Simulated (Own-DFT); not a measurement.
# Point defects and the pressure they add: zincblende GaAs

The numbers are computed, not measured, by runs of the plane-wave DFT program Own-DFT (in-house, retired, unreviewed) at fixed positions, with no spin and no spin-orbit coupling.

Method: PBE; PseudoDojo norm-conserving scalar-relativistic files; cutoff 42 hartree; 3 x 3 x 3 k mesh centred on Gamma; Fermi-Dirac smearing of 0.1 eV.

Caveats (not all hold for every row): not probed for a lower state with spin; forces not confirmed at this smearing and k mesh; stress not checked against mesh or cutoff.

All runs share one cell, with vectors in Å (11.737, 0.000, 0.000); (0.000, 11.737, 0.000); (0.000, 0.000, 10.919) and a volume of 1504.3 Å³, strained against the parent crystal. u is the rms random offset of the atoms per axis. The defect's site can differ from row to row.

| cell | formula | u (Å) | P (GPa) |
|---|---|---|---|
| no defect | As32Ga32 | 0.0298 | 0.76 |
| no defect | As32Ga32 | 0.0504 | 1.09 |
| no defect | As32Ga32 | 0.0549 | 1.14 |
| one As vacancy and one Ga vacancy | As31Ga31 | 0.0291 | 0.47 |
| one As vacancy and one Ga vacancy | As31Ga31 | 0.0322 | 0.51 |
| one As vacancy and one Ga vacancy | As31Ga31 | 0.0468 | 0.60 |
| one In on a Ga site | As32Ga31In | 0.0308 | 1.33 |
| one In on a Ga site | As32Ga31In | 0.0509 | 1.74 |
| one In on a Ga site | As32Ga31In | 0.0515 | 1.71 |
| one P on an As site | As31Ga32P | 0.0312 | 0.55 |
| one P on an As site | As31Ga32P | 0.0320 | 0.53 |
| one P on an As site | As31Ga32P | 0.0484 | 0.81 |
| one Al on a Ga site | AlAs32Ga31 | 0.0292 | ? |
| one Al on a Ga site | AlAs32Ga31 | 0.0294 | 0.75 |
| one Al on a Ga site | AlAs32Ga31 | 0.0465 | 1.02 |
| one Al on a Ga site | AlAs32Ga31 | 0.0507 | 1.05 |

## Analysis

P = P0 + c u² + a shift for each defect gives P0 = 0.60 GPa, c = 185 ± 15 GPa/Å² and a scatter of 0.04 GPa. The shifts, and each times the cell's volume:

- one In on a Ga site: 0.61 ± 0.04 GPa, 5.7 eV
- one Al on a Ga site: 0.00 ± 0.04 GPa, 0.0 eV (not resolved)
- one P on an As site: -0.24 ± 0.04 GPa, -2.2 eV
- one As vacancy and one Ga vacancy: -0.32 ± 0.04 GPa, -3.0 eV

A positive shift means that the defect pushes the cell outwards. Shift times volume (160.2 GPa Å³ is 1 eV) depends little on the cell's size, so, taken for each site, it can be compared between cells at like pressure. The atoms around the defects weren't relaxed, which would change these numbers.

## The run left out

Q: what pressure belongs in the blank (one Al on a Ga site, u = 0.0292 Å)?

From the fit: 0.75 ± 0.05 GPa. The calculation gave 0.73 GPa.
